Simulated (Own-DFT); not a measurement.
# Computed records: Si₁₂O₂₃ (quartz with two neutral oxygen vacancies, atoms displaced)

A calculation, not a measurement: plane-wave PBE and HSE06 DFT by an unreviewed code, no spin, of a simulated cell at Gamma alone, so results move with cell size and shape, stress positive in tension, energies less offsets, not probed for a lower state with spin; oxygen file: force components 24 meV/angstrom off all-electron in a glass; k mesh not checked against a denser one; forces and stress are PBE's, HSE06 gives the energy alone, and its difference from PBE has offsets of its own; offsets are fitted by least squares, one for each functional and potential file, so energies compare only between cells with the same atoms and settings and are not formation energies; the far tail of each file's local potential was reset to the Coulomb form; each entry is a single point on an unrelaxed cell, so the pressure reflects the starting lattice, mostly measured values (interpolated for alloys), from which strain is counted, and rises with the displacements; printed positions are rounded, which can move forces by about a meV/angstrom; the program, named Own-DFT, is a retired in-house code; no spin-orbit coupling. Program: Own-DFT development build.

Settings shared by all entries: first functional PBE; second functional HSE06; exact exchange share 0.25; screening 0.11 1/bohr; exchange divergence Gygi-Baldereschi; potential files PseudoDojo norm-conserving, scalar-relativistic, made for PBE, standard set; wave cutoff 48 hartree; occupations fixed; k mesh 1 x 1 x 1 centred on Gamma.

(1) Si₁₂O₂₃ (quartz with two neutral oxygen vacancies, atoms displaced)

```
Si12O23
1.0
      9.8268     0.0000     0.0000
     -4.9134     8.5103     0.0000
      0.0000     0.0000    10.8104
Si O Si O Si O Si O Si O Si O Si O Si O
3 6 3 5 3 6 3 6 3 6 3 5 3 6 3 6
Direct
  0.22613 0.00619 0.99022
  0.00077 0.23796 0.33694
  0.26182 0.26442 0.15653
  0.20456 0.13707 0.05821
  0.41380 0.28598 0.23620
  0.35053 0.06597 0.40119
  0.07537 0.36260 0.44830
  0.14217 0.20978 0.27344
  0.28020 0.43138 0.11096
  0.23582 0.99994 0.49790
  0.00655 0.24352 0.83855
  0.25453 0.25528 0.67640
  0.20786 0.14007 0.55911
  0.41837 0.29415 0.73048
  0.07063 0.36321 0.93293
  0.13526 0.20718 0.76659
  0.29180 0.43007 0.60564
  0.23344 0.50367 0.99135
  0.99458 0.72759 0.33622
  0.27153 0.77735 0.17109
  0.20855 0.63727 0.06422
  0.42156 0.79553 0.22846
  0.36707 0.57859 0.38722
  0.07850 0.87649 0.44259
  0.14199 0.70853 0.27052
  0.29102 0.93053 0.10703
  0.23834 0.49331 0.49595
  0.99674 0.73832 0.83220
  0.27034 0.77833 0.66671
  0.21298 0.64160 0.55635
  0.43283 0.79511 0.72903
  0.36315 0.57419 0.88777
  0.07497 0.86275 0.93455
  0.13805 0.70271 0.77768
  0.29126 0.94039 0.61786
  0.74163 0.00523 0.99563
  0.50148 0.24141 0.33929
  0.75949 0.26649 0.15772
  0.71608 0.13175 0.06810
  0.92316 0.29054 0.23094
  0.86428 0.06377 0.39406
  0.56976 0.35824 0.43789
  0.62606 0.21010 0.26895
  0.78447 0.42293 0.11330
  0.73493 0.00568 0.49602
  0.50380 0.23752 0.82473
  0.77050 0.27208 0.66467
  0.70976 0.12816 0.55648
  0.93231 0.29100 0.73723
  0.87571 0.07592 0.89483
  0.64722 0.20877 0.77897
  0.78223 0.42246 0.61193
  0.73531 0.49810 0.00120
  0.50552 0.73600 0.33496
  0.76121 0.76422 0.17183
  0.71246 0.63411 0.06225
  0.93261 0.79989 0.22551
  0.85475 0.56833 0.38950
  0.57489 0.86539 0.43817
  0.64539 0.70766 0.27500
  0.79258 0.92164 0.11333
  0.72964 0.50085 0.49874
  0.49758 0.73211 0.83325
  0.75751 0.76104 0.66726
  0.70659 0.63679 0.55755
  0.93073 0.79839 0.72447
  0.85777 0.57969 0.89159
  0.56838 0.86721 0.94116
  0.62436 0.69698 0.77859
  0.79024 0.92401 0.61682
```

Results for Si₁₂O₂₃ (quartz with two neutral oxygen vacancies, atoms displaced): PBE energy of cell above offsets -14.249 eV; HSE06 less PBE above offsets 0.132 eV; PBE pressure 9.96 GPa; PBE stress xx -7.54 GPa; PBE stress yy -10.59 GPa; PBE stress zz -11.74 GPa; PBE stress yz -0.34 GPa; PBE stress xz 2.83 GPa; PBE stress xy -1.36 GPa.

Force:
| element | x (eV/Å) | y (eV/Å) | z (eV/Å) |
| --- | --- | --- | --- |
| Si | 5.105 | 0.348 | 0.58 |
| Si | 1.827 | -2.03 | -1.454 |
| Si | -0.206 | 3.217 | 5.055 |
| O | -0.99 | -1.763 | -2.638 |
| O | -0.208 | 0.822 | -1.575 |
| O | 7.359 | 5.922 | -7.805 |
| O | -1.803 | -1.442 | -0.999 |
| O | -2.781 | -0.176 | 1.098 |
| O | 0.933 | -0.624 | -1.067 |
| Si | -4.699 | 0.035 | 7.662 |
| Si | 2.031 | -7.441 | -4.56 |
| Si | 4.967 | 4.62 | -10.64 |
| O | 0.313 | -0.813 | -0.213 |
| O | 1.923 | 0.977 | -0.276 |
| O | 0.876 | 6.528 | 6.56 |
| O | -8.098 | -3.03 | 8.948 |
| O | 2.171 | -2.095 | 2.705 |
| Si | -1.39 | 1.196 | 3.692 |
| Si | 2.064 | 3.928 | -1.603 |
| Si | -0.828 | -1.423 | -3.803 |
| O | 0.268 | -0.67 | -1.455 |
| O | 5.202 | 0.569 | 2.187 |
| O | 0.057 | -1.875 | 0.475 |
| O | -2.575 | -5.193 | -2.237 |
| O | -4.682 | -1.343 | 3.999 |
| O | -1.514 | 2.277 | -2.006 |
| Si | -1.054 | 4.398 | 1.127 |
| Si | 2.273 | -2.578 | -2.2 |
| Si | 1.277 | -3.019 | 0.247 |
| O | 0.418 | -0.046 | -0.133 |
| O | -2.206 | 1.068 | -2.089 |
| O | -0.06 | -1.788 | 0.153 |
| O | -1.136 | 1.546 | 1.933 |
| O | -1.518 | 0.477 | 0.137 |
| O | 0.593 | 0.069 | 0.348 |
| Si | -0.07 | -3.505 | 2.049 |
| Si | -2.024 | -7.468 | -5.413 |
| Si | 2.115 | -1.629 | 6.541 |
| O | -0.366 | -1.79 | -2.806 |
| O | -1.465 | 0.45 | -0.795 |
| O | 1.631 | 1.975 | -1.67 |
| O | 0.685 | 5.741 | 6.193 |
| O | 1.055 | -0.432 | -0.279 |
| O | -0.412 | 3.635 | -1.506 |
| Si | 3.435 | -5.255 | 1.146 |
| Si | 0.274 | -0.271 | 4.773 |
| Si | 3.233 | -3.806 | 1.562 |
| O | -3.336 | 5.436 | 3.302 |
| O | -4.666 | 1.331 | -5.06 |
| O | 0.517 | -0.259 | -0.226 |
| O | -0.926 | -0.512 | -0.41 |
| O | -1.108 | 2.821 | -2.001 |
| Si | -2.511 | -1.665 | -1.574 |
| Si | -0.767 | 0.358 | -2.892 |
| Si | 5.023 | 0.52 | -3.672 |
| O | -0.792 | 0.077 | 0.234 |
| O | 0.558 | -0.838 | 0.91 |
| O | 0.647 | -0.494 | 0.019 |
| O | -0.102 | 0.931 | 1.136 |
| O | -5.003 | -2.015 | 4.951 |
| O | -1.86 | 3.026 | -2.798 |
| Si | -0.096 | -1.083 | 0.91 |
| Si | -0.077 | 2.034 | 0.926 |
| Si | 0.802 | 0.572 | 2.175 |
| O | -0.27 | -1.024 | -0.674 |
| O | -1.541 | -0.264 | -1.084 |
| O | 1.366 | -0.071 | -0.878 |
| O | 1.121 | 0.997 | 0.446 |
| O | 2.83 | -0.262 | -1.415 |
| O | -1.811 | 2.093 | -2.282 |

(2) Si₁₂O₂₃ (quartz with two neutral oxygen vacancies, atoms displaced)

```
Si12O23
1.0
      9.8268     0.0000     0.0000
     -4.9134     8.5103     0.0000
      0.0000     0.0000    10.8104
Si O Si O Si O Si O Si O Si O Si O Si O
3 6 3 6 3 5 3 6 3 6 3 6 3 5 3 6
Direct
  0.23883 0.00177 0.00037
  0.00528 0.23976 0.33595
  0.26263 0.26003 0.16626
  0.20303 0.12914 0.06083
  0.42703 0.29417 0.22786
  0.36930 0.06559 0.39246
  0.07672 0.37224 0.44911
  0.13873 0.21475 0.27249
  0.28732 0.42324 0.11278
  0.23656 0.00256 0.50421
  0.00291 0.24052 0.83740
  0.27217 0.26366 0.65904
  0.20663 0.13642 0.56712
  0.43844 0.29021 0.72384
  0.35839 0.06611 0.88579
  0.06822 0.35835 0.93466
  0.13348 0.21033 0.77121
  0.29109 0.42366 0.60901
  0.23755 0.49921 0.99123
  0.00403 0.73913 0.34286
  0.26888 0.77119 0.15934
  0.21289 0.63661 0.05873
  0.35313 0.55602 0.38410
  0.06861 0.86334 0.43681
  0.12085 0.70026 0.26871
  0.30096 0.93014 0.11134
  0.23731 0.49660 0.48662
  0.00941 0.73882 0.83779
  0.27148 0.76062 0.67253
  0.20737 0.63431 0.55794
  0.41873 0.78822 0.72402
  0.37068 0.58327 0.89875
  0.06746 0.86422 0.93047
  0.13759 0.70798 0.76228
  0.28954 0.92818 0.60110
  0.73667 0.00573 0.00333
  0.49672 0.23697 0.33174
  0.75596 0.26019 0.16873
  0.70170 0.13188 0.06468
  0.93560 0.29857 0.22020
  0.86402 0.07124 0.39542
  0.57566 0.36567 0.43347
  0.63375 0.20375 0.27783
  0.79424 0.43048 0.10461
  0.73346 0.00126 0.50659
  0.49193 0.23171 0.82782
  0.77058 0.26437 0.66317
  0.71675 0.13519 0.56617
  0.92237 0.29022 0.72127
  0.87232 0.06791 0.89211
  0.57380 0.36963 0.94116
  0.63463 0.20414 0.76925
  0.78924 0.42640 0.60742
  0.73751 0.50250 0.00172
  0.49709 0.73405 0.33033
  0.76222 0.76580 0.16411
  0.70765 0.63711 0.05890
  0.93770 0.80155 0.22716
  0.86633 0.56967 0.39906
  0.57476 0.86120 0.43755
  0.80381 0.92757 0.11255
  0.74349 0.50203 0.50028
  0.50166 0.73655 0.82909
  0.77022 0.78166 0.66106
  0.70502 0.62879 0.56336
  0.93494 0.80242 0.72449
  0.87020 0.57945 0.88362
  0.56511 0.85788 0.93799
  0.64309 0.71337 0.77189
  0.77726 0.92617 0.60810
```

It finds PBE energy of cell above offsets -13.942 eV; HSE06 less PBE above offsets 0.252 eV; PBE pressure 9.53 GPa; PBE stress xx -5.32 GPa; PBE stress yy -11.69 GPa; PBE stress zz -11.58 GPa; PBE stress yz -2.11 GPa; PBE stress xz -0.43 GPa; PBE stress xy 0.89 GPa.

Force:
| element | x (eV/Å) | y (eV/Å) | z (eV/Å) |
| --- | --- | --- | --- |
| Si | -1.255 | -1.89 | -0.6 |
| Si | -1.885 | -0.469 | -0.06 |
| Si | 0.475 | 1.595 | -0.311 |
| O | 0.018 | -0.415 | -0.528 |
| O | -1.065 | 0.296 | -1.801 |
| O | -0.973 | 0.865 | 0.087 |
| O | -3.904 | -5.569 | -3.105 |
| O | -0.685 | -1.155 | 1.904 |
| O | -0.728 | 1.056 | -2.428 |
| Si | -1.594 | -0.28 | -3.533 |
| Si | -0.373 | -6.069 | -7.721 |
| Si | -1.387 | 4.622 | 6.683 |
| O | 0.461 | -5.426 | -5.512 |
| O | -5.462 | 1.986 | -5.38 |
| O | 0.324 | 0.21 | 0.224 |
| O | 0.886 | 6.912 | 6.296 |
| O | 1.431 | 0.258 | -0.455 |
| O | -0.138 | 1.663 | -1.607 |
| Si | -1.956 | -1.551 | 5.049 |
| Si | -1.006 | -4.973 | -6.173 |
| Si | 2.05 | -4.275 | 6.164 |
| O | -0.046 | -1.572 | -1.956 |
| O | 4.213 | 3.261 | -4.428 |
| O | 0.835 | 6.435 | 6.022 |
| O | 2.254 | 0.284 | -1.21 |
| O | -1.949 | 4.148 | -2.734 |
| Si | -0.596 | 3.002 | 9.119 |
| Si | -1.024 | -3.224 | -7.994 |
| Si | -6.445 | 0.624 | -8.889 |
| O | 1.386 | -0.641 | -0.729 |
| O | 8.263 | 1.698 | 3.383 |
| O | 1.716 | -0.338 | -2.671 |
| O | 1.981 | 6.736 | 6.87 |
| O | -3.641 | -1.281 | 4.469 |
| O | 3.147 | -2.688 | 3.937 |
| Si | 1.646 | -3.059 | -1.379 |
| Si | 1.644 | -2.37 | 1.165 |
| Si | 2.577 | 3.517 | 0.85 |
| O | -0.305 | -1.082 | -1.396 |
| O | -1.234 | -0.724 | 0.503 |
| O | 0.619 | 1.202 | -0.276 |
| O | 0.326 | 1.972 | 2.038 |
| O | -0.76 | -0.314 | 0.35 |
| O | 1.395 | -1.851 | 1.883 |
| Si | -1.538 | 0.411 | -6.066 |
| Si | 6.455 | -0.415 | 4.823 |
| Si | -4.199 | 2.536 | 2.008 |
| O | -1.618 | -1.355 | -2.578 |
| O | 4.39 | 0.609 | 2.929 |
| O | -1.399 | 0.011 | 1.137 |
| O | -0.487 | -1.503 | -1.042 |
| O | -1.258 | -0.27 | 1.157 |
| O | 1.474 | -1.203 | 1.303 |
| Si | -0.261 | 0.855 | -3.154 |
| Si | -0.212 | -0.954 | -3.919 |
| Si | 1.387 | -1.75 | 4.912 |
| O | -0.08 | -0.927 | -1.056 |
| O | -2.207 | -0.735 | -0.354 |
| O | 2.476 | 2.139 | -3.181 |
| O | -0.08 | 1.149 | 1.649 |
| O | -2.753 | 4.305 | -3.052 |
| Si | -4.276 | -1.284 | 1.42 |
| Si | 1.805 | -0.299 | -0.986 |
| Si | 5.024 | -6.381 | 2.642 |
| O | -0.52 | 1.582 | 0.08 |
| O | -0.771 | 0.112 | -0.56 |
| O | -1.319 | -2.92 | 2.539 |
| O | 1.272 | 3.8 | 2.657 |
| O | -1.95 | -0.229 | 0.83 |
| O | 1.409 | 1.592 | 1.738 |

(3) Si₁₂O₂₃ (quartz with two neutral oxygen vacancies, atoms displaced)

```
Si12O23
1.0
      9.8268     0.0000     0.0000
     -4.9134     8.5103     0.0000
      0.0000     0.0000    10.8104
Si O Si O Si O Si O Si O Si O Si O Si O
3 6 3 6 3 4 3 6 3 6 3 6 3 6 3 6
Direct
  0.23719 0.00944 0.99904
  0.99967 0.23796 0.33150
  0.26369 0.26697 0.16709
  0.20606 0.12876 0.05487
  0.43442 0.31047 0.21644
  0.35596 0.07919 0.39248
  0.06663 0.35669 0.44091
  0.13084 0.21272 0.27962
  0.29239 0.42847 0.10441
  0.23482 0.00553 0.49715
  0.99851 0.23154 0.83660
  0.25687 0.26582 0.66646
  0.20815 0.13856 0.55623
  0.43086 0.29427 0.72496
  0.36372 0.07392 0.89092
  0.06721 0.36188 0.93889
  0.13756 0.20777 0.77934
  0.29676 0.43189 0.60410
  0.24593 0.51080 0.00057
  0.00300 0.72599 0.33173
  0.25765 0.75456 0.16554
  0.20929 0.62864 0.05793
  0.36070 0.57852 0.39430
  0.06602 0.85879 0.43897
  0.29090 0.92684 0.10324
  0.23170 0.48944 0.49437
  0.00908 0.73471 0.82534
  0.26537 0.77109 0.66504
  0.20466 0.62631 0.55943
  0.42543 0.79500 0.72931
  0.36197 0.56675 0.89631
  0.06868 0.86330 0.93494
  0.13296 0.70959 0.77749
  0.29121 0.91904 0.61039
  0.73967 0.00199 0.00218
  0.49881 0.23982 0.32995
  0.76497 0.26348 0.17216
  0.70757 0.13304 0.06109
  0.93060 0.28697 0.22135
  0.87503 0.08015 0.39699
  0.56811 0.37405 0.44419
  0.63000 0.20226 0.27721
  0.79075 0.42727 0.10268
  0.73086 0.99444 0.50067
  0.51147 0.23561 0.83175
  0.76897 0.26943 0.66813
  0.70494 0.13567 0.55219
  0.92457 0.29032 0.72653
  0.86379 0.07558 0.89715
  0.57267 0.37425 0.93573
  0.64069 0.21282 0.78322
  0.79186 0.41987 0.59742
  0.74185 0.50741 0.99597
  0.50753 0.73479 0.32720
  0.76552 0.76514 0.16098
  0.69814 0.62527 0.06500
  0.92137 0.77966 0.21785
  0.86578 0.57158 0.38874
  0.57072 0.86408 0.43639
  0.63269 0.71115 0.27415
  0.80231 0.93359 0.11026
  0.73224 0.49995 0.50586
  0.50546 0.73406 0.83967
  0.75746 0.76273 0.68151
  0.70180 0.63998 0.56151
  0.92814 0.79887 0.72359
  0.85576 0.57483 0.89482
  0.57635 0.86502 0.93415
  0.63014 0.70792 0.77042
  0.79908 0.94167 0.60522
```

The calculation gives: PBE energy of cell above offsets -15.975 eV; HSE06 less PBE above offsets 0.207 eV; PBE pressure 8.56 GPa; PBE stress xx -10.96 GPa; PBE stress yy -6.13 GPa; PBE stress zz -8.57 GPa; PBE stress yz 0.42 GPa; PBE stress xz 5.33 GPa; PBE stress xy 1.93 GPa.

Force:
| element | x (eV/Å) | y (eV/Å) | z (eV/Å) |
| --- | --- | --- | --- |
| Si | 2.41 | -6.4 | -2.88 |
| Si | -1.319 | -1.892 | 1.517 |
| Si | -1.181 | -0.742 | -0.739 |
| O | -4.242 | 5.59 | 4.128 |
| O | 1.478 | -1.074 | 1.745 |
| O | 2.305 | 1.622 | -2.76 |
| O | -0.174 | 2.038 | 1.581 |
| O | 4.977 | -0.259 | -2.933 |
| O | 0.723 | -0.788 | 1.188 |
| Si | -1.443 | -3.733 | 2.323 |
| Si | 0.009 | 1.019 | -1.235 |
| Si | 3.662 | 0.832 | 0.402 |
| O | -0.746 | -0.096 | 0.415 |
| O | -1.061 | -0.409 | -0.722 |
| O | 1.338 | 0.859 | -1.042 |
| O | 1.254 | 2.847 | 2.04 |
| O | -0.719 | -0.564 | 0.173 |
| O | 0.939 | -1.377 | 1.399 |
| Si | -2.435 | -6.98 | -0.05 |
| Si | 1.397 | 1.629 | -3.214 |
| Si | -0.512 | 2.664 | 3.679 |
| O | -2.944 | 2.186 | 0.418 |
| O | 1.896 | 0.57 | -2.24 |
| O | 1.045 | 1.854 | 1.173 |
| O | 0.873 | -1.146 | 0.842 |
| Si | -2.225 | 2.254 | 1.368 |
| Si | -8.587 | 1.013 | 4.337 |
| Si | 3.476 | -7.418 | 1.503 |
| O | -0.673 | 0.91 | 0.963 |
| O | 1.068 | -0.568 | 1.142 |
| O | 3.696 | 2.932 | -4.223 |
| O | 0.708 | 1.422 | 0.964 |
| O | 6.896 | -1.55 | -3.396 |
| O | -3.556 | 6.973 | -4.319 |
| Si | -1.636 | -0.782 | 0.919 |
| Si | -0.973 | 1.232 | 0.962 |
| Si | -0.461 | 1.319 | -2.241 |
| O | -0.565 | -0.015 | 0.414 |
| O | -2.009 | 1.091 | -1.465 |
| O | -1.278 | -2.04 | 0.31 |
| O | -0.359 | -1.599 | -1.643 |
| O | 0.016 | 0.105 | 0.093 |
| O | 1.422 | -1.686 | 1.855 |
| Si | -0.692 | 2.765 | -2.498 |
| Si | -7.375 | 0.986 | 2.192 |
| Si | -0.439 | -3.267 | -1.362 |
| O | -0.721 | 0.983 | 1.577 |
| O | 1.475 | 0.175 | 0.49 |
| O | 1.061 | -0.684 | -1.433 |
| O | 0.369 | -0.107 | 0.299 |
| O | 5.475 | -0.645 | -2.931 |
| O | 0.872 | 0.673 | 1.806 |
| Si | -4.423 | -4.134 | 4.169 |
| Si | -8.263 | 0.047 | 1.719 |
| Si | 0.494 | -0.352 | 1.847 |
| O | -1.081 | 0.335 | -0.911 |
| O | 1.076 | 0.45 | 0.959 |
| O | -1.461 | -2.561 | 2.081 |
| O | -0.228 | 0.305 | 0.187 |
| O | 5.842 | -0.837 | -3.04 |
| O | -0.365 | -0.04 | -0.407 |
| Si | -1.327 | 2.736 | -2.73 |
| Si | -4.628 | -2.401 | -3.273 |
| Si | 4.996 | 4.244 | -9.156 |
| O | 0.934 | -0.664 | 0.451 |
| O | 0.802 | -0.479 | 0.628 |
| O | 5.017 | 4.133 | -6.399 |
| O | 0.866 | 3.22 | 3.843 |
| O | -3.245 | -2.81 | 4.808 |
| O | 2.479 | -3.914 | 4.331 |
